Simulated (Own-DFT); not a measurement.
# Misfit strain and the stress it brings: wurtzite AlGaN with randomly placed atoms, 72 atoms (Al9Ga27N36)

Source: density functional calculations with Own-DFT, an unreviewed in-house program that is no longer used. Nothing was measured or relaxed, and spin and spin-orbit coupling are left out.

Common settings: PBE; PseudoDojo norm-conserving scalar-relativistic files (stringent for Ga); cutoff 96 hartree; 4 x 4 x 3 k mesh centred on Gamma; Gaussian smearing of 0.01 eV.

Keep in mind: forces on such cells passed a denser k mesh, each cell not checked; stress not checked against mesh or cutoff.

Unstrained cell vectors in Å: (9.509, 0.000, 0.000); (-4.755, 8.235, 0.000); (0.000, 0.000, 10.268). The unstrained cell has measured lattice constants (interpolated for alloys), not those of this functional. That, the random moves and any unrelaxed bonds set the pressure at no strain. Each run strains x and y alike by e, as a substrate would, and holds the height along z. Each atom got a random Gaussian move of width 0.05 Å along each axis. The random placing of the alloy's atoms differs from row to row. Stress is positive in tension.

| e (%) | u (Å) | (s_xx + s_yy)/2 (GPa) | s_zz (GPa) |
|---|---|---|---|
| -3.00 | 0.053 | -25.66 | -13.87 |
| -2.75 | 0.047 | -24.25 | -11.78 |
| -1.75 | 0.052 | -17.85 | -8.85 |
| -1.50 | 0.051 | ? | ? |
| -1.00 | 0.046 | -12.95 | -8.97 |
| -0.25 | 0.051 | -7.87 | -7.96 |
| 1.25 | 0.052 | -1.02 | -5.60 |
| 1.50 | 0.051 | 0.64 | -6.51 |
| 1.75 | 0.054 | 2.23 | -5.29 |
| 2.75 | 0.051 | 5.77 | -3.24 |

## What the rows give

With e as a fraction, the in-plane stress is -7.0 + 548 e - 2793 e² GPa (errors 7 and 472, scatter 0.41), and s_zz is -7.8 + 153 e GPa (slope ± 16, scatter 0.95). At e = 0 the first slope is C11 + C12 and the second 2 C13, both with the ions held to the strained lattice and at the cell's own pressure. The term in e² is negative: the layer stiffens under compression and softens under tension. A free layer would change its height as e changes, and the in-plane slope would drop by 2 C13²/C33 to the biaxial modulus. At fixed height, a misfit of 1 % moves the in-plane stress by about 5.5 GPa and s_zz by 1.5 GPa.

## Withheld run

Asked: what are the two stresses at e = -1.50 %?

The fitted form gives -15.8 and -10.1 GPa. The hidden result is -15.57 and -10.18 GPa.
